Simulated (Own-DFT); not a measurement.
# One host, several defects: diamond germanium

Source: density functional calculations with Own-DFT, an unreviewed in-house program that is no longer used. Nothing was measured or relaxed, and spin and spin-orbit coupling are left out.

Method: PBE; PseudoDojo norm-conserving scalar-relativistic files; cutoff 42 hartree; 3 x 3 x 6 k mesh centred on Gamma; Fermi-Dirac smearing of 0.1 eV.

Known weak points (not all hold for every row): not probed for a lower state with spin; smearing too wide for converged forces on cells of this kind; forces on such cells failed a check on a denser k mesh; stress not checked against mesh or cutoff.

All runs share one cell, with vectors in Å (11.316, 0.000, 0.000); (0.000, 11.316, 0.000); (0.000, 0.000, 5.658) and a volume of 724.5 Å³. Atoms were moved at random from their sites; u is the rms move along one axis. The defect's site can differ from row to row.

```
cell,formula,u (Å),P (GPa)
no defect,Ge32,0.0187,3.88
no defect,Ge32,0.0201,3.90
no defect,Ge32,0.0504,4.43
one added Ge,Ge33,0.0288,7.80
one added Ge,Ge33,0.0306,7.96
one added Ge,Ge33,0.0500,8.06
one Ge vacancy,Ge31,0.0298,3.41
one Ge vacancy,Ge31,0.0300,?
one Ge vacancy,Ge31,0.0441,3.76
one Ge vacancy,Ge31,0.0441,3.60
```

## Working it out

P = P0 + c u² + a shift for each defect gives P0 = 3.84 GPa, c = 209 ± 40 GPa/Å² and a scatter of 0.09 GPa. The shifts, and each times the cell's volume:

- one added Ge: 3.80 ± 0.08 GPa, 17.2 eV
- one Ge vacancy: -0.58 ± 0.08 GPa, -2.6 eV

Positive is outwards. The product with the volume (160.2 GPa Å³ to the eV) is nearly free of the cell's size; divided by the bulk modulus at the cell's pressure it gives the volume that the defect adds. The atoms around the defects weren't relaxed, which would change these numbers.

## Prediction

The question: what pressure belongs in the blank (one Ge vacancy, u = 0.0300 Å)?

Estimate: 3.45 ± 0.11 GPa. Computed: 3.49 GPa.
